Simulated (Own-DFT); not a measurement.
## Calculated data, Al3GaAs4 (zincblende random alloy, strained, atoms displaced)

All values are calculated (Own-DFT development build). A calculation, not a measurement: plane-wave density functional theory by an unreviewed code, no spin, of a simulated periodic cell, stress positive in tension, run twice, with PBE and with PBEsol, both on files made for PBE, so the change isn't that of files made for PBEsol, forces on such cells passed a denser k mesh, this cell's mesh not checked; the far tail of each file's local potential was reset to the Coulomb form; each entry is a single point on an unrelaxed cell, so the pressure reflects the starting lattice, mostly measured values (interpolated for alloys), from which strain is counted, and rises with the displacements; printed positions are rounded, which can move forces by about a meV/angstrom; the program, named Own-DFT, is a retired in-house code; no spin-orbit coupling; stress was not checked against mesh or cutoff.

```yaml
- formula: Al3GaAs4
  kind: "zincblende random alloy, strained, atoms displaced"
  structure:
    cell_angstrom:
      - [11.32, -0.2006, -0.208]
      - [-0.2006, 11.32, -0.1944]
      - [-0.208, -0.1944, 11.5407]
    atoms_fractional:
      - [Al, 0.99868, 0.00553, 0.99473]
      - [Ga, 0.99865, 0.2546, 0.25053]
      - [Al, 0.24001, 0.00023, 0.25349]
      - [Al, 0.24665, 0.23731, 0.00206]
      - [As, 0.12935, 0.12816, 0.13001]
      - [As, 0.1284, 0.37499, 0.37564]
      - [As, 0.37017, 0.12458, 0.37364]
      - [As, 0.37302, 0.37181, 0.12508]
      - [Al, 0.99585, 0.9977, 0.49869]
      - [Ga, 0.00364, 0.24892, 0.75062]
      - [Ga, 0.25211, 0.00614, 0.74731]
      - [Al, 0.24716, 0.25939, 0.49923]
      - [As, 0.12617, 0.12814, 0.62692]
      - [As, 0.13048, 0.37483, 0.87373]
      - [As, 0.37085, 0.12449, 0.86518]
      - [As, 0.36861, 0.37476, 0.62747]
      - [Ga, 0.00412, 0.49667, 0.99798]
      - [Al, 0.99642, 0.74813, 0.25601]
      - [Al, 0.25168, 0.50156, 0.25027]
      - [Al, 0.24889, 0.74722, 0.00349]
      - [As, 0.1339, 0.63387, 0.12111]
      - [As, 0.11786, 0.87726, 0.37587]
      - [As, 0.36745, 0.62266, 0.3728]
      - [As, 0.38212, 0.87753, 0.13222]
      - [Al, 0.00381, 0.49623, 0.49514]
      - [Ga, 0.99746, 0.74439, 0.75473]
      - [Al, 0.24075, 0.50555, 0.74784]
      - [Al, 0.25898, 0.74583, 0.50599]
      - [As, 0.12503, 0.61539, 0.62377]
      - [As, 0.12724, 0.88142, 0.87696]
      - [As, 0.37979, 0.62585, 0.87475]
      - [As, 0.37584, 0.87028, 0.62189]
      - [Al, 0.49733, 0.99181, 0.99454]
      - [Al, 0.50209, 0.25743, 0.24871]
      - [Al, 0.75207, 0.99991, 0.24915]
      - [Al, 0.75247, 0.24773, 0.00192]
      - [As, 0.63302, 0.12855, 0.12951]
      - [As, 0.63346, 0.36966, 0.3722]
      - [As, 0.86509, 0.12078, 0.37228]
      - [As, 0.86992, 0.36753, 0.11844]
      - [Al, 0.50401, 0.00537, 0.50422]
      - [Al, 0.50051, 0.24712, 0.744]
      - [Al, 0.7526, 0.00068, 0.74688]
      - [Al, 0.75259, 0.24567, 0.50163]
      - [As, 0.6196, 0.12142, 0.62241]
      - [As, 0.62639, 0.37349, 0.87725]
      - [As, 0.86836, 0.12898, 0.88085]
      - [As, 0.87928, 0.37623, 0.62585]
      - [Al, 0.50196, 0.50289, 0.99434]
      - [Ga, 0.50358, 0.74354, 0.25011]
      - [Al, 0.75419, 0.50152, 0.2518]
      - [Al, 0.75127, 0.75478, 0.99513]
      - [As, 0.62027, 0.61931, 0.12917]
      - [As, 0.61701, 0.87344, 0.37309]
      - [As, 0.87851, 0.62691, 0.38346]
      - [As, 0.87179, 0.8756, 0.12445]
      - [Ga, 0.49589, 0.49651, 0.49882]
      - [Al, 0.50825, 0.75476, 0.74698]
      - [Ga, 0.74235, 0.49995, 0.74697]
      - [Al, 0.75443, 0.75209, 0.48896]
      - [As, 0.62738, 0.62144, 0.61791]
      - [As, 0.62096, 0.88454, 0.87805]
      - [As, 0.87401, 0.62181, 0.86891]
      - [As, 0.8705, 0.8731, 0.62548]
  settings:
    functional: "PBE, then PBEsol"
    potential_files: "PseudoDojo norm-conserving, scalar-relativistic, standard set"
    "wave_cutoff [hartree]": 42.0
    occupations: Fermi-Dirac
    "smearing_width [eV]": 0.1
    k_mesh: "3 x 3 x 3 centred on Gamma"
  results:
    "PBE_pressure [GPa]": 2.23
    "PBE_stress_xx [GPa]": -2.49
    "PBE_stress_yy [GPa]": -2.56
    "PBE_stress_zz [GPa]": -1.63
    "PBE_stress_yz [GPa]": -3.1
    "PBE_stress_xz [GPa]": -3.05
    "PBE_stress_xy [GPa]": -2.78
    "PBEsol_pressure [GPa]": 0.14
    "PBEsol_stress_xx [GPa]": -0.39
    "PBEsol_stress_yy [GPa]": -0.47
    "PBEsol_stress_zz [GPa]": 0.45
    "PBEsol_stress_yz [GPa]": -3.03
    "PBEsol_stress_xz [GPa]": -2.98
    "PBEsol_stress_xy [GPa]": -2.71
    force_element: [Al, Ga, Al, Al, As, As, As, As, Al, Ga, Ga, Al, As, As, As, As, Ga, Al, Al, Al, As, As, As, As, Al, Ga, Al, Al, As, As, As, As, Al, Al, Al, Al, As, As, As, As, Al, Al, Al, Al, As, As, As, As, Al, Ga, Al, Al, As, As, As, As, Ga, Al, Ga, Al, As, As, As, As]
    "PBE_force_x [eV/angstrom]": [-0.109, -0.501, 0.57, 0.401, -0.948, -0.191, 0.683, 0.283, -0.251, -0.654, -0.991, 0.054, -0.143, 0.185, 1.456, 0.803, -0.257, -0.091, -0.801, 1.131, -1.34, 0.983, 1.357, -0.764, -0.633, 0.394, 1.129, -1.717, -0.111, 0.142, -0.283, 0.958, -0.526, -0.576, -1.276, -1.652, -0.968, 0.011, 1.701, 1.501, -1.92, -0.397, -0.599, -0.331, 1.844, 0.049, 0.945, -0.104, -0.739, -0.987, -0.239, -0.699, 1.301, 1.203, 0.423, 0.934, -0.154, -0.554, 0.129, -1.231, 0.162, 1.39, -0.09, 0.706]
    "PBE_force_y [eV/angstrom]": [-0.384, -0.664, -0.609, 0.806, -0.332, 0.731, 0.723, 0.587, 0.339, -0.136, -1.546, -1.582, -0.062, -0.063, 0.75, 0.706, 0.016, -0.152, -0.877, 1.09, -1.043, -0.25, 0.678, -0.05, -0.51, 0.429, -0.778, -0.571, 1.727, -0.345, 0.577, 1.413, 1.439, -1.168, -1.139, -0.66, -0.271, 0.898, 0.914, 1.964, -1.527, 0.314, -0.09, 0.058, 1.297, -0.058, -0.092, 0.001, -0.957, -0.252, -0.453, -0.832, 0.609, 0.762, -0.425, 0.26, -0.501, -0.815, -0.605, 0.002, 1.004, -0.636, 0.165, 0.171]
    "PBE_force_z [eV/angstrom]": [0.56, -0.248, -0.344, -0.697, -0.043, -0.357, 0.601, -0.323, 0.208, -0.014, -1.025, -0.248, -0.632, 0.691, 1.728, 0.536, 0.0, -1.176, -1.22, -1.002, 1.383, 0.771, 0.803, -0.149, 0.081, -0.645, 0.576, -1.067, -0.048, -0.087, -0.282, 1.03, 0.964, -0.316, -0.779, -0.811, -0.499, 0.929, 1.046, 1.443, -1.747, 0.194, 0.095, -0.057, 1.293, -0.103, -0.83, 0.066, 0.133, -0.27, -0.398, -0.087, -0.27, 0.573, -0.684, 0.34, -0.487, -0.241, -0.326, 0.538, 0.21, -0.656, 1.117, 0.258]
    "PBEsol_force_x [eV/angstrom]": [-0.111, -0.467, 0.561, 0.388, -0.979, -0.248, 0.667, 0.276, -0.244, -0.612, -0.952, 0.056, -0.135, 0.067, 1.341, 0.828, -0.233, -0.092, -0.789, 1.117, -1.362, 0.961, 1.429, -0.701, -0.627, 0.378, 1.109, -1.692, -0.151, 0.136, -0.278, 0.909, -0.516, -0.571, -1.256, -1.625, -0.935, -0.023, 1.705, 1.569, -1.898, -0.389, -0.586, -0.327, 1.818, 0.102, 0.967, -0.098, -0.732, -0.942, -0.236, -0.689, 1.214, 1.116, 0.418, 0.916, -0.134, -0.549, 0.147, -1.209, 0.15, 1.369, -0.049, 0.73]
    "PBEsol_force_y [eV/angstrom]": [-0.372, -0.632, -0.597, 0.796, -0.279, 0.661, 0.71, 0.575, 0.331, -0.108, -1.468, -1.558, -0.057, -0.078, 0.654, 0.741, 0.017, -0.149, -0.872, 1.066, -1.076, -0.244, 0.664, -0.107, -0.5, 0.417, -0.762, -0.563, 1.728, -0.345, 0.565, 1.44, 1.411, -1.148, -1.123, -0.656, -0.259, 0.916, 0.942, 1.921, -1.504, 0.309, -0.087, 0.061, 1.273, -0.003, -0.051, -0.004, -0.937, -0.221, -0.442, -0.812, 0.656, 0.673, -0.415, 0.261, -0.464, -0.802, -0.571, -0.004, 0.864, -0.618, 0.114, 0.12]
    "PBEsol_force_z [eV/angstrom]": [0.549, -0.242, -0.333, -0.685, 0.007, -0.411, 0.59, -0.316, 0.206, -0.006, -0.969, -0.246, -0.504, 0.665, 1.607, 0.477, -0.008, -1.155, -1.209, -0.992, 1.311, 0.754, 0.791, -0.092, 0.082, -0.608, 0.568, -1.047, -0.012, -0.186, -0.275, 1.057, 0.948, -0.31, -0.777, -0.805, -0.484, 0.948, 0.987, 1.431, -1.722, 0.184, 0.096, -0.053, 1.275, -0.151, -0.855, 0.157, 0.129, -0.256, -0.385, -0.085, -0.201, 0.492, -0.664, 0.335, -0.448, -0.234, -0.307, 0.527, 0.2, -0.645, 1.011, 0.294]
    "rms_change_of_force_components_from_PBE_to_PBEsol [eV/angstrom]": 0.039
```
